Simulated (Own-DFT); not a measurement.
# One host, several defects: C11b WSi2

No measurement is shown. These are fixed-geometry runs of a retired plane-wave code named Own-DFT, which no person has reviewed; spin and spin-orbit coupling are neglected.

Method: PBE; PseudoDojo norm-conserving scalar-relativistic files; cutoff 50 hartree; 5 x 5 x 5 k mesh centred on Gamma; cold (Marzari-Vanderbilt) smearing of 0.2 eV.

Caveats: forces on such cells failed a check on a denser k mesh; stress not checked against mesh or cutoff.

All runs share one cell, with vectors in Å (-2.148, -5.953, 3.409); (-6.444, 2.976, 1.136); (-2.553, -2.948, -6.757) and a volume of 403.2 Å³. u is the rms random offset of the atoms per axis. The defect's site can differ from row to row.

| cell | formula | u (Å) | P (GPa) |
|---|---|---|---|
| no defect | Si20W10 | 0.0161 | 4.36 |
| no defect | Si20W10 | 0.0215 | 4.58 |
| no defect | Si20W10 | 0.0434 | 6.04 |
| one Si on a W site | Si21W9 | 0.0325 | 6.51 |
| one Si on a W site | Si21W9 | 0.0436 | 7.06 |
| one Si on a W site | Si21W9 | 0.0496 | 7.25 |
| one Si vacancy | Si19W10 | 0.0284 | ? |
| one Si vacancy | Si19W10 | 0.0321 | 3.14 |
| one Si vacancy | Si19W10 | 0.0488 | 4.58 |
| one Si vacancy | Si19W10 | 0.0502 | 4.45 |
| one W vacancy | Si20W9 | 0.0306 | 3.50 |
| one W vacancy | Si20W9 | 0.0446 | 5.21 |
| one W vacancy | Si20W9 | 0.0495 | 4.23 |
| one W on a Si site | Si19W11 | 0.0249 | 9.87 |
| one W on a Si site | Si19W11 | 0.0329 | 9.57 |
| one W on a Si site | Si19W11 | 0.0443 | 10.88 |

## Working it out

P = P0 + c u² + a shift for each defect gives P0 = 4.27 GPa, c = 835 ± 162 GPa/Å² and a scatter of 0.40 GPa. The shifts, and each times the cell's volume:

- one W on a Si site: 4.82 ± 0.33 GPa, 12.1 eV
- one Si on a W site: 1.17 ± 0.36 GPa, 2.9 eV
- one W vacancy: -1.45 ± 0.36 GPa, -3.7 eV
- one Si vacancy: -1.87 ± 0.37 GPa, -4.7 eV

Positive is outwards. The product with the volume (160.2 GPa Å³ to the eV) is nearly free of the cell's size; divided by the bulk modulus at the cell's pressure it gives the volume that the defect adds. The atoms around the defects weren't relaxed, which would change these numbers.

## Prediction

Q: what pressure belongs in the blank (one Si vacancy, u = 0.0284 Å)?

The fit gives 3.08 ± 0.50 GPa. The calculation gave 3.14 GPa.
